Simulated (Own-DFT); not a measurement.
# One trend across several semiconductors

No measurement is shown. These are fixed-geometry runs of a retired plane-wave code named Own-DFT, which no person has reviewed; spin and spin-orbit coupling are neglected.

Caveats (not all hold for every row): forces on such cells moved up to 12 meV/angstrom on a denser k mesh; forces not confirmed at this smearing and k mesh; k mesh not checked against a denser one; forces on such cells passed a denser k mesh, each cell not checked; stress not checked against mesh or cutoff.

All runs are PBE with PseudoDojo norm-conserving files; cutoff and k mesh are each material's own. Every cell starts from measured lattice constants and was given uniform random strains and small random moves of its atoms. Each triple is the change of volume in per cent, the rms move u in Å and the pressure in GPa.

- 3C SiC (C32Si32), 10.36 Å³/atom unstrained: (-2.07, 0.053, 11.06); (-1.14, 0.047, 8.09); (0.28, 0.052, 5.00); (0.49, 0.046, 4.32); (0.76, 0.049, 3.91); (1.30, 0.049, 2.78); (2.63, 0.056, -0.07)
- wurtzite AlN (Al64N64), 10.45 Å³/atom unstrained: withheld
- wurtzite GaN (Ga48N48), 11.42 Å³/atom unstrained: (-2.66, 0.051, 13.70); (-1.50, 0.055, 11.37); (-1.20, 0.052, 10.82); (0.99, 0.052, 5.82); (1.19, 0.050, 5.31); (1.46, 0.054, 5.20); (1.76, 0.051, 4.43)
- diamond silicon (Si64), 20.02 Å³/atom unstrained: (-1.67, 0.050, 4.26); (-0.71, 0.050, 3.25); (-0.09, 0.049, 2.55); (0.93, 0.051, 1.55); (1.28, 0.049, 1.39); (1.50, 0.054, 1.24); (3.41, 0.048, -0.56)
- zincblende InP (In48P48), 25.27 Å³/atom unstrained: (-1.14, 0.052, 4.62); (-0.87, 0.050, 4.28); (-0.79, 0.049, 4.23); (-0.31, 0.049, 3.98); (0.75, 0.053, 3.23); (0.91, 0.051, 2.95); (3.83, 0.049, 1.05)
- grey tin (Sn64), 34.15 Å³/atom unstrained: (-2.09, 0.050, 4.80); (-2.05, 0.055, 5.09); (-0.89, 0.048, 4.10); (0.67, 0.055, 3.47); (0.70, 0.052, 3.33); (1.46, 0.051, 3.11); (1.47, 0.049, 3.01)

## Working it out

Fit a line to each set against the fractional change of volume; B is minus its slope, and u is nearly the same within a set. To take it to zero pressure, assume that B rises by 4 GPa for each GPa: B0 = B - 4 x (mean pressure). The bond length of an ideal tetrahedral crystal with the unstrained volume v is d = (√3/4)(8 v)^(1/3). Cohen's empirical rule reads B0 = (1971 - 220 L) d^(-3.5) GPa, with L = 0 for group IV crystals and SiC and 1 for III-V compounds.

```
                material  L  d (Å)  B (GPa)  mean P (GPa)  B0 (GPa)  rule (GPa)
        3C SiC (C32Si32)  0  1.888  233 ± 8           5.0   213 ± 8         213
  wurtzite AlN (Al64N64)  1  1.893        ?             ?         ?         188
  wurtzite GaN (Ga48N48)  1  1.950  214 ± 4           8.1   181 ± 4         169
  diamond silicon (Si64)  0  2.352   94 ± 3           2.0    86 ± 3          99
zincblende InP (In48P48)  1  2.541   71 ± 2           3.5    57 ± 2          67
         grey tin (Sn64)  0  2.810   53 ± 4           3.8    38 ± 4          53
```

A line through ln[B0/(1971 - 220 L)] against ln d has a slope of -4.4 ± 0.2 and a scatter of 5 %. Against the rule, B0 stands at 100 % for 3C SiC, 107 % for wurtzite GaN, 87 % for diamond silicon, 85 % for zincblende InP, 71 % for grey tin. PBE tends to make silicon and heavier crystals too soft, and the rule itself is only a guide.

## The run left out

Asked: what B0 does the fitted trend give for wurtzite AlN (Al64N64)?

From the line: 197 GPa. Its own runs give B = 214 ± 7 GPa at a mean pressure of 4.7 GPa, so B0 = 196 GPa.
